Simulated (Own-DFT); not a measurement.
# What a defect does to the pressure of its cell: C11b WSi2

Source: density functional calculations with Own-DFT, an unreviewed in-house program that is no longer used. Nothing was measured or relaxed, and spin and spin-orbit coupling are left out.

Common settings: PBEsol; PseudoDojo norm-conserving scalar-relativistic files, made for PBE; cutoff 50 hartree; 5 x 5 x 5 k mesh centred on Gamma; cold (Marzari-Vanderbilt) smearing of 0.2 eV.

Limits: forces on such cells failed a check on a denser k mesh; stress not checked against mesh or cutoff.

All runs share one cell, with vectors in Å (-2.148, -5.953, 3.409); (-6.444, 2.976, 1.136); (-2.553, -2.948, -6.757) and a volume of 403.2 Å³. u is the rms random offset of the atoms per axis. The defect's site can differ from row to row.

```
              cell  formula   u (Å)  P (GPa)
         no defect  Si20W10  0.0203     0.33
         no defect  Si20W10  0.0516     1.66
         no defect  Si20W10  0.0559     2.62
one Si on a W site   Si21W9  0.0294        ?
one Si on a W site   Si21W9  0.0302     2.22
one Si on a W site   Si21W9  0.0486     3.78
one Si on a W site   Si21W9  0.0493     3.62
one W on a Si site  Si19W11  0.0325     5.59
one W on a Si site  Si19W11  0.0338     5.84
one W on a Si site  Si19W11  0.0511     6.98
    one Si vacancy  Si19W10  0.0318    -0.79
    one Si vacancy  Si19W10  0.0322    -0.66
    one Si vacancy  Si19W10  0.0528     0.69
```

## What the rows give

P = P0 + c u² + a shift for each defect gives P0 = -0.16 GPa, c = 820 ± 68 GPa/Å² and a scatter of 0.21 GPa. The shifts, and each times the cell's volume:

- one W on a Si site: 4.98 ± 0.17 GPa, 12.5 eV
- one Si on a W site: 1.80 ± 0.17 GPa, 4.5 eV
- one Si vacancy: -1.42 ± 0.17 GPa, -3.6 eV

A positive shift means that the defect pushes the cell outwards. Shift times volume (160.2 GPa Å³ is 1 eV) depends little on the cell's size, so, taken for each site, it can be compared between cells at like pressure. The atoms around the defects weren't relaxed, which would change these numbers.

## The run left out

The question: what pressure belongs in the blank (one Si on a W site, u = 0.0294 Å)?

From the fit: 2.35 ± 0.25 GPa. The run itself gave 2.43 GPa.
